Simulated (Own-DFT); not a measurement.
# Computed records: Al16O23 (corundum with two vacancies, strained, atoms displaced)

Computed with Own-DFT development build. A calculation, not a measurement: plane-wave PBE density functional theory by an unreviewed code, no spin, of a simulated periodic cell, stress positive in tension, free energy of the whole cell less one offset for each atom, defect cell not probed for a lower state with spin; oxygen file: force components 24 meV/angstrom off all-electron in one glass; forces on such cells passed a denser k mesh, this cell's mesh not checked; offsets are fitted by least squares, one for each functional and potential file, so energies compare only between cells with the same atoms and settings and are not formation energies; the far tail of each file's local potential was reset to the Coulomb form; each entry is a single point on an unrelaxed cell, so the pressure reflects the starting lattice, mostly measured values, from which strain is counted, and rises with the displacements; printed positions are rounded, which can move forces by about a meV/angstrom; the program is a retired in-house code; no spin-orbit coupling; before rounding, a Quantum ESPRESSO 7.3.1 run of the same cell and cutoff gave forces within 1 meV/angstrom rms on each cell, which checks the program and not the settings.

Al16O23 (corundum with two vacancies, strained, atoms displaced)

```cif
# cell vector a (Å): 5.3054 -0.0835 8.6690
# cell vector b (Å): -2.9168 4.8753 8.7906
# cell vector c (Å): -2.7492 -4.7521 8.7761
data_Al16O23
_symmetry_space_group_name_H-M 'P 1'
_symmetry_Int_Tables_number 1
_cell_length_a 10.1639
_cell_length_b 10.4667
_cell_length_c 10.3518
_cell_angle_alpha 55.096
_cell_angle_beta 53.968
_cell_angle_gamma 55.455
_cell_volume 684.86
loop_
_atom_site_label
_atom_site_type_symbol
_atom_site_fract_x
_atom_site_fract_y
_atom_site_fract_z
_atom_site_occupancy
Al1 Al 0.17598 0.18272 0.16626 1
Al2 Al 0.32688 0.32585 0.32146 1
Al3 Al 0.42153 0.43119 0.43515 1
Al4 Al 0.06282 0.07341 0.08266 1
O1 O 0.28483 0.46994 0.12688 1
O2 O 0.47190 0.13531 0.28079 1
O3 O 0.12394 0.28265 0.47163 1
O4 O 0.22029 0.04129 0.36592 1
O5 O 0.02301 0.37835 0.21798 1
O6 O 0.37617 0.23095 0.01491 1
Al5 Al 0.17081 0.18187 0.67555 1
Al6 Al 0.32535 0.32232 0.82657 1
Al7 Al 0.43975 0.42255 0.91622 1
Al8 Al 0.06922 0.08133 0.56794 1
O7 O 0.28616 0.47179 0.61424 1
O8 O 0.47326 0.12351 0.78011 1
O9 O 0.12511 0.28834 0.96913 1
O10 O 0.22851 0.01995 0.87292 1
O11 O 0.02850 0.38404 0.72240 1
O12 O 0.37811 0.22044 0.52933 1
Al9 Al 0.16385 0.67530 0.18289 1
Al10 Al 0.32020 0.82294 0.32517 1
Al11 Al 0.43377 0.91737 0.43203 1
Al12 Al 0.05974 0.57632 0.07899 1
O13 O 0.27840 0.96930 0.13189 1
O14 O 0.46159 0.62841 0.27539 1
O15 O 0.12721 0.79081 0.46737 1
O16 O 0.22429 0.52054 0.37416 1
O17 O 0.02902 0.88269 0.22776 1
O18 O 0.37166 0.72925 0.02725 1
Al13 Al 0.17429 0.67572 0.67574 1
Al14 Al 0.31135 0.82176 0.83717 1
Al15 Al 0.42383 0.92395 0.92787 1
Al16 Al 0.07585 0.57249 0.58970 1
O19 O 0.46505 0.62193 0.78474 1
O20 O 0.12484 0.77481 0.97184 1
O21 O 0.22275 0.52626 0.86624 1
O22 O 0.03220 0.88110 0.70814 1
O23 O 0.37995 0.72088 0.52685 1
Al17 Al 0.67111 0.17348 0.17721 1
Al18 Al 0.83127 0.31420 0.33005 1
Al19 Al 0.92338 0.42466 0.43218 1
Al20 Al 0.57045 0.07228 0.06996 1
O24 O 0.77458 0.47320 0.12467 1
O25 O 0.97112 0.11605 0.27680 1
O26 O 0.62215 0.28185 0.47201 1
O27 O 0.72767 0.02783 0.37114 1
O28 O 0.52384 0.37268 0.23114 1
O29 O 0.87225 0.21296 0.03652 1
Al21 Al 0.67728 0.18161 0.67447 1
Al22 Al 0.83272 0.32319 0.81571 1
Al23 Al 0.92130 0.42151 0.92792 1
Al24 Al 0.56860 0.06000 0.58640 1
O30 O 0.78275 0.46853 0.62327 1
O31 O 0.61708 0.28377 0.97766 1
O32 O 0.71297 0.02163 0.88317 1
O33 O 0.53010 0.36520 0.72366 1
O34 O 0.87703 0.22223 0.52069 1
Al25 Al 0.67504 0.66762 0.17571 1
Al26 Al 0.81911 0.81912 0.32486 1
Al27 Al 0.92217 0.92597 0.42711 1
Al28 Al 0.57227 0.56759 0.07569 1
O35 O 0.77224 0.98288 0.12486 1
O36 O 0.97736 0.62084 0.27919 1
O37 O 0.63101 0.77059 0.46796 1
O38 O 0.72673 0.53734 0.36788 1
O39 O 0.52529 0.87043 0.22323 1
O40 O 0.86575 0.72113 0.03349 1
Al29 Al 0.67710 0.67789 0.67747 1
Al30 Al 0.81968 0.83101 0.81906 1
Al31 Al 0.92671 0.92524 0.92663 1
Al32 Al 0.56956 0.57934 0.57345 1
O41 O 0.77440 0.96873 0.62065 1
O42 O 0.97064 0.62326 0.77969 1
O43 O 0.62424 0.77548 0.97756 1
O44 O 0.72005 0.51708 0.87896 1
O45 O 0.51634 0.89143 0.70846 1
O46 O 0.87598 0.71156 0.53516 1
```

```
functional                        : PBE
potential files                   : PseudoDojo norm-conserving, scalar-relativistic, standard set
wave cutoff                       : 72 hartree
occupations                       : Fermi-Dirac
smearing width                    : 0.1 eV
k mesh                            : 3 x 3 x 3 centred on Gamma
free energy of cell above offsets : -49.185 eV
pressure                          : 7.41 GPa
stress xx                         : -13.26 GPa
stress yy                         : -4.85 GPa
stress zz                         : -4.13 GPa
stress yz                         : -0.36 GPa
stress xz                         : -4.96 GPa
stress xy                         : -6.56 GPa
```

Force:
```tsv
element	x (eV/Å)	y (eV/Å)	z (eV/Å)
Al	0.315	-1.32	0.079
Al	-0.414	0.267	1.023
Al	3.633	1.155	-3.158
Al	1.507	0.65	0.589
O	-0.294	1.29	-1.512
O	0.485	-1.761	-2.484
O	-0.583	-0.547	-0.627
O	0.013	-0.505	0.117
O	0.447	-0.481	0.317
O	-0.114	-1.646	0.598
Al	1.003	-0.486	-0.044
Al	0.537	1.129	-0.447
Al	-2.484	-1.003	-0.217
Al	1.973	-0.382	1.057
O	-3.299	-1.594	2.292
O	-0.132	-0.321	-0.312
O	-0.584	-1.038	-1.624
O	-2.396	0.404	0.352
O	0.518	-1.507	-0.983
O	-0.967	-0.692	-0.35
Al	1.888	-0.591	1.915
Al	1.45	1.591	1.266
Al	-2.066	1.405	-0.483
Al	2.061	0.14	0.195
O	0.297	1.831	-0.742
O	0.316	-0.313	0.979
O	-1.541	-2.484	-1.505
O	-1.874	0.129	1.165
O	1.32	-1.849	-3.149
O	0.32	-0.395	-0.742
Al	0.287	0.334	1.011
Al	1.987	2.198	0.55
Al	-0.526	-0.481	0.783
Al	0.879	2.337	-2.334
O	0.913	1.37	0.665
O	-1.909	-0.934	-1.039
O	-0.916	-0.272	1.117
O	-1.197	-1.259	-0.064
O	-0.878	-0.11	-0.719
Al	-0.661	-0.079	1.292
Al	-0.703	1.495	-1.877
Al	0.814	0.952	-0.289
Al	-1.434	-0.688	0.905
O	0.495	-0.446	-0.009
O	-1.116	1.426	2.286
O	0.738	-0.353	0.994
O	-0.908	-1.085	-0.667
O	1.354	0.917	0.247
O	0.477	1.912	0.404
Al	-0.367	-0.903	-2.01
Al	-0.901	-1.073	-0.528
Al	-0.188	-0.542	0.978
Al	0.13	5.094	1.778
O	-1.083	-0.063	-0.064
O	2.136	-0.007	-0.171
O	1.507	1.381	0.065
O	-0.011	1.959	1.634
O	-0.483	-0.553	0.735
Al	-1.15	-0.189	-0.119
Al	0.586	1.364	1.946
Al	0.663	-0.084	-0.538
Al	-1.041	-0.472	0.059
O	1.484	-0.849	-1.304
O	-1.388	0.405	-0.618
O	-0.659	-0.804	0.37
O	-0.426	-1.36	-0.228
O	0.122	0.516	1.042
O	1.261	1.286	1.138
Al	-0.96	-0.786	-0.689
Al	0.131	-0.478	-0.14
Al	-0.189	0.758	-0.082
Al	0.943	-0.54	-0.254
O	-0.359	-0.805	1.417
O	-0.478	0.388	0.578
O	0.318	0.993	-1.21
O	-0.468	0.853	0.523
O	1.421	-4.819	-1.857
O	0.418	1.015	0.732
```
